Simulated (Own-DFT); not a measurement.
# Strain and stress in wurtzite AlN, 128 atoms (Al64N64)

These are calculations, not measurements. The program, named Own-DFT, is a retired in-house plane-wave density functional code that no person has reviewed. Each row is one single-point run on a periodic cell that was not relaxed, without spin or spin-orbit coupling.

Settings of every run: PBE; PseudoDojo norm-conserving scalar-relativistic files; cutoff 42 hartree; 3 x 3 x 3 k mesh centred on Gamma; Gaussian smearing of 0.01 eV.

Known limits: k mesh not checked against a denser one; stress not checked against mesh or cutoff.

Unstrained cell vectors in Å: (12.448, 0.000, 0.000); (-6.224, 10.780, 0.000); (0.000, 0.000, 9.964). The unstrained cell has measured lattice constants (interpolated for alloys), not those of this functional. That, the random moves and any unrelaxed bonds set the pressure at no strain. Each run strains this cell uniformly, with the atoms carried along. Every atom was also moved at random, by a Gaussian of width 0.05 Å on each axis. Strain is the symmetric tensor, in per cent. Stress is positive in tension, and the pressure is minus a third of its trace.

| run | e_xx (%) | e_yy (%) | e_zz (%) | s_xx (GPa) | s_yy (GPa) | s_zz (GPa) | P (GPa) | E (meV/atom) |
|---|---|---|---|---|---|---|---|---|
| 1 | 0.00 | 0.00 | -1.75 | -5.97 | -7.26 | -14.71 | 9.31 | 12.3 |
| 2 | 0.00 | 0.00 | 3.00 | -3.32 | -5.42 | 7.41 | 0.44 | 16.1 |
| 3 | 0.00 | 0.00 | -0.50 | -7.93 | -6.39 | -5.63 | 6.65 | 18.3 |
| 4 | 0.00 | 0.00 | 1.75 | -4.54 | -4.77 | 2.65 | 2.22 | 3.4 |
| 5 | 0.00 | 0.00 | -1.25 | -6.00 | -8.82 | -11.26 | 8.69 | 23.3 |
| 6 | 0.00 | 0.00 | -0.75 | -5.19 | -8.16 | -8.64 | 7.33 | 17.9 |
| 7 | 0.00 | 0.00 | 1.25 | -3.53 | -6.54 | 0.80 | 3.09 | 0.0 |
| 8 | 0.00 | 0.00 | -1.00 | -6.37 | -5.22 | -11.05 | 7.55 | 5.8 |
| 9 | 0.00 | 0.00 | 2.00 | ? | ? | ? | ? | ? |

E is the free energy for each atom above the lowest run shown.

## Worked fit

The change of volume is close to e_xx + e_yy + e_zz. A straight line through the runs shown gives P = 5.84 - 194 x (fractional change of volume) GPa, with an error of 7 on the slope and a scatter of 0.32 GPa. The strain isn't the same on all axes and the cell isn't cubic, so the slope belongs to this path and is not the bulk modulus.

## Withheld run

Question: what pressure should run 9 give? Its volume changes by 2.00 %.

The line gives 2.0 GPa. The calculation gave 1.76 GPa.
